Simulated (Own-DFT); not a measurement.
Simulation results for Al$_{3}$GaN$_{4}$ (wurtzite random alloy, strained, atoms displaced)

A calculation, not a measurement: plane-wave PBE density functional theory by an unreviewed code, no spin, of a simulated periodic cell, stress positive in tension, free energy of the whole cell less one offset for each atom, forces on such cells passed a denser k mesh, this cell's mesh not checked; offsets are fitted by least squares, one for each functional and potential file, so energies compare only between cells with the same atoms and settings and are not formation energies; the far tail of each file's local potential was reset to the Coulomb form; each entry is a single point on an unrelaxed cell, so the pressure reflects the starting lattice, mostly measured values, from which strain is counted, and rises with the displacements; printed positions are rounded, which can move forces by about a meV/angstrom; the program is a retired in-house code; no spin-orbit coupling. Program: Own-DFT development build.

### Al$_{3}$GaN$_{4}$ (wurtzite random alloy, strained, atoms displaced)

```
Al3GaN4
1.0
      9.4172     0.0000     0.0000
     -4.7086     8.1556     0.0000
      0.0000     0.0000    10.0655
Al N Al N Al Ga N Ga Al N Al N Al N Al Ga N Al N Ga Al N Al N Ga Al N Al N Al Ga N Al Ga N Al Ga N Al N Al N Al Ga N
2 2 2 2 1 1 2 1 1 2 2 2 2 2 1 1 2 2 2 1 1 2 2 2 1 1 2 2 2 1 1 2 1 1 2 1 1 2 2 2 2 2 1 1 2
Direct
  0.10899 0.22441 0.99544
  0.21845 0.10959 0.25648
  0.10992 0.22447 0.20035
  0.23101 0.11327 0.44268
  0.10909 0.22337 0.49957
  0.22263 0.11625 0.74718
  0.11167 0.21865 0.69085
  0.22472 0.11623 0.93863
  0.11541 0.56543 0.00493
  0.21538 0.44238 0.24162
  0.11438 0.56210 0.18987
  0.22118 0.44398 0.43612
  0.10836 0.55420 0.49657
  0.22937 0.44410 0.74573
  0.11000 0.55221 0.70005
  0.21602 0.45198 0.94927
  0.11484 0.90503 0.00138
  0.22617 0.79236 0.24608
  0.11793 0.89244 0.19296
  0.21530 0.78562 0.44220
  0.09937 0.88672 0.50393
  0.21796 0.76350 0.74737
  0.11183 0.88707 0.69479
  0.22981 0.77354 0.94366
  0.43989 0.21743 0.00182
  0.55758 0.11900 0.25708
  0.44487 0.21618 0.18933
  0.55158 0.10712 0.44058
  0.43974 0.22521 0.50196
  0.55622 0.10934 0.74309
  0.44091 0.22229 0.69373
  0.56045 0.10973 0.94258
  0.44144 0.55074 0.99522
  0.55348 0.44327 0.24761
  0.44820 0.55574 0.18981
  0.55383 0.44096 0.44552
  0.44408 0.55382 0.49850
  0.56481 0.45609 0.75022
  0.44119 0.55032 0.69119
  0.55338 0.44714 0.93450
  0.44319 0.88783 0.99815
  0.55913 0.78182 0.25545
  0.44951 0.89136 0.19619
  0.55759 0.77867 0.44789
  0.43854 0.88668 0.49905
  0.55534 0.77516 0.75431
  0.44660 0.89296 0.69883
  0.56615 0.78193 0.94273
  0.76620 0.21580 0.00027
  0.88472 0.11623 0.24459
  0.77156 0.21751 0.18950
  0.88659 0.11135 0.43845
  0.77359 0.21579 0.49248
  0.89777 0.12031 0.75474
  0.77308 0.21692 0.69618
  0.89406 0.12047 0.94157
  0.77283 0.54445 0.99304
  0.88547 0.45191 0.24416
  0.77547 0.55131 0.18698
  0.89170 0.44707 0.43925
  0.76906 0.54559 0.50150
  0.88728 0.44556 0.74683
  0.76991 0.54316 0.68837
  0.89743 0.44470 0.93781
  0.77533 0.88358 0.99839
  0.88074 0.77485 0.24907
  0.76422 0.87703 0.18913
  0.88255 0.77877 0.43665
  0.78027 0.89184 0.49129
  0.88811 0.78100 0.75622
  0.77977 0.88894 0.69319
  0.88426 0.77637 0.93803
```

```
functional                        : PBE
potential files                   : PseudoDojo norm-conserving, scalar-relativistic, standard set
wave cutoff                       : 42 hartree
occupations                       : Fermi-Dirac
smearing width                    : 0.1 eV
k mesh                            : 4 x 4 x 3 centred on Gamma
free energy of cell above offsets : -18.549 eV
pressure                          : 4.97 GPa
stress xx                         : -7.82 GPa
stress yy                         : -3.32 GPa
stress zz                         : -3.77 GPa
stress yz                         : 0.36 GPa
stress xz                         : -0.84 GPa
stress xy                         : -0.56 GPa
```

Force:
| element | x (eV/Å) | y (eV/Å) | z (eV/Å) |
| --- | --- | --- | --- |
| Al | 0.262 | 0.793 | 1.192 |
| Al | 0.43 | 0.556 | -0.424 |
| N | 1.123 | -1.991 | -2.296 |
| N | -2.305 | -0.66 | 0.098 |
| Al | 0.388 | -0.092 | -0.438 |
| Al | 1.099 | -1.229 | 0.308 |
| N | 0.59 | 1.592 | -0.931 |
| N | -0.632 | 0.36 | 0.051 |
| Al | -0.602 | -1.038 | -0.346 |
| Ga | 0.934 | 1.598 | 0.85 |
| N | -0.897 | 1.123 | 0.054 |
| N | 0.835 | -0.24 | 1.233 |
| Ga | 0.571 | 0.902 | 0.619 |
| Al | -1.66 | -0.341 | 1.366 |
| N | 0.346 | -1.164 | -1.358 |
| N | 1.096 | -1.62 | -1.771 |
| Al | 0.665 | -2.394 | -0.289 |
| Al | 1.627 | -1.744 | 1.11 |
| N | -2.591 | 0.505 | -0.944 |
| N | 0.893 | -0.137 | -0.434 |
| Al | 0.843 | 0.379 | 0.087 |
| Al | -0.132 | 2.658 | 1.107 |
| N | 0.423 | 0.289 | -0.474 |
| N | -3.004 | 0.891 | -1.141 |
| Al | 0.994 | 0.571 | -0.756 |
| Ga | 0.308 | -1.568 | -0.947 |
| N | -2.335 | 1.523 | -0.206 |
| N | -0.196 | 0.686 | 2.096 |
| Al | 1.444 | -0.566 | 0.914 |
| Al | -0.891 | 0.508 | 1.405 |
| N | 0.6 | 0.577 | -0.438 |
| N | -2.169 | 0.728 | -1.23 |
| Ga | -0.452 | 1.191 | 1.034 |
| Al | -0.065 | -0.304 | 0.306 |
| N | 0.077 | 0.331 | 0.808 |
| N | -0.341 | 0.288 | -1.319 |
| Al | -0.366 | 0.217 | 0.071 |
| Al | -1.167 | -2.336 | -0.252 |
| N | 0.549 | 1.111 | -0.406 |
| N | 1.577 | -1.484 | 0.463 |
| Ga | 1.37 | 0.3 | 0.992 |
| Al | -1.376 | -1.263 | -0.179 |
| N | -0.407 | -0.62 | 0.172 |
| N | -0.654 | -0.275 | -0.749 |
| Al | 0.066 | -0.032 | 0.758 |
| Al | 0.033 | 0.854 | -0.623 |
| N | -0.064 | -1.794 | -1.436 |
| N | -0.964 | -0.746 | -1.16 |
| Al | 1.979 | 1.452 | -0.104 |
| Ga | 0.863 | -1.383 | 0.425 |
| N | -0.199 | 1.583 | -0.994 |
| N | 0.504 | 0.093 | 0.642 |
| Al | -0.194 | 0.83 | 1.456 |
| Ga | -1.186 | -1.428 | -0.529 |
| N | -0.006 | 1.438 | -1.928 |
| N | -0.269 | -1.474 | 1.694 |
| Al | 0.382 | 1.046 | 0.368 |
| Ga | 2.197 | -1.13 | 0.739 |
| N | -2.218 | 1.318 | -0.813 |
| N | -1.787 | -1.422 | 0.303 |
| Al | 0.7 | 1.178 | -0.257 |
| Al | 0.619 | -1.09 | 0.764 |
| N | 0.829 | 1.331 | -0.305 |
| N | -1.53 | -0.21 | 0.415 |
| Al | 0.278 | 1.251 | 0.465 |
| Al | 0.802 | 0.113 | -0.395 |
| N | 1.717 | 1.198 | -0.384 |
| N | 0.674 | -0.885 | 0.236 |
| Al | -0.568 | -0.141 | 1.943 |
| Ga | 0.553 | -0.519 | -1.718 |
| N | -1.148 | 0.075 | -1.333 |
| N | 1.137 | -0.118 | 2.764 |
